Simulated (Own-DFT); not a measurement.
# Which arrangement is lower? In32P32, 64 atoms

These are calculations, not measurements. They come from Own-DFT, an in-house plane-wave density functional program, since retired, whose code no person has reviewed. Each row is one single-point run on a periodic cell that was not relaxed, without spin or spin-orbit coupling.

Settings of every run: PBE; PseudoDojo norm-conserving scalar-relativistic files; cutoff 36 hartree; 3 x 3 x 3 k mesh centred on Gamma; Fermi-Dirac smearing of 0.1 eV.

Known limits, some of them of some rows only: not probed for a lower state with spin; forces on such cells moved up to 12 meV/angstrom on a denser k mesh; stress not checked against mesh or cutoff.

All cells hold the same atoms in the same cell, with vectors in Å (11.737, 0.000, 0.000); (0.000, 11.737, 0.000); (0.000, 0.000, 11.737). Every atom was moved at random from its ideal site; u is the rms move along one axis. The defect's site can differ from row to row. E is the free energy of the cell above the lowest run. The arrangements:

- A: zincblende InP
- B: zincblende InP, with one In on a P site and one P on an In site, 2.5 Å apart

```
arrangement,u (Å),E (eV),P (GPa)
A,0.0200,0.000,3.21
A,0.0210,0.016,3.21
A,0.0216,0.097,3.23
A,0.0479,1.668,3.57
A,0.0493,1.845,3.58
A,0.0504,1.979,3.58
B,0.0290,4.435,3.63
B,0.0310,4.669,3.67
B,0.0331,4.973,3.74
B,0.0477,5.862,3.94
B,0.0493,5.715,3.84
B,0.0494,6.354,4.03
```

Question: once the cost of the random moves is taken out, how do the arrangements rank?

## Worked answer

Fit E = a + b u², with one b for all and one a for each arrangement, and with residuals divided by u², since the noise grows with the moves. Then b = 925 eV/Å², the scatter at u = 0.04 Å is 0.16 eV, and against A:

- B: 4.14 ± 0.07 eV (higher)

These are energies of unrelaxed cells. Relaxing the atoms lowers the strained arrangements most, so the gaps would shrink and small ones could change sign.
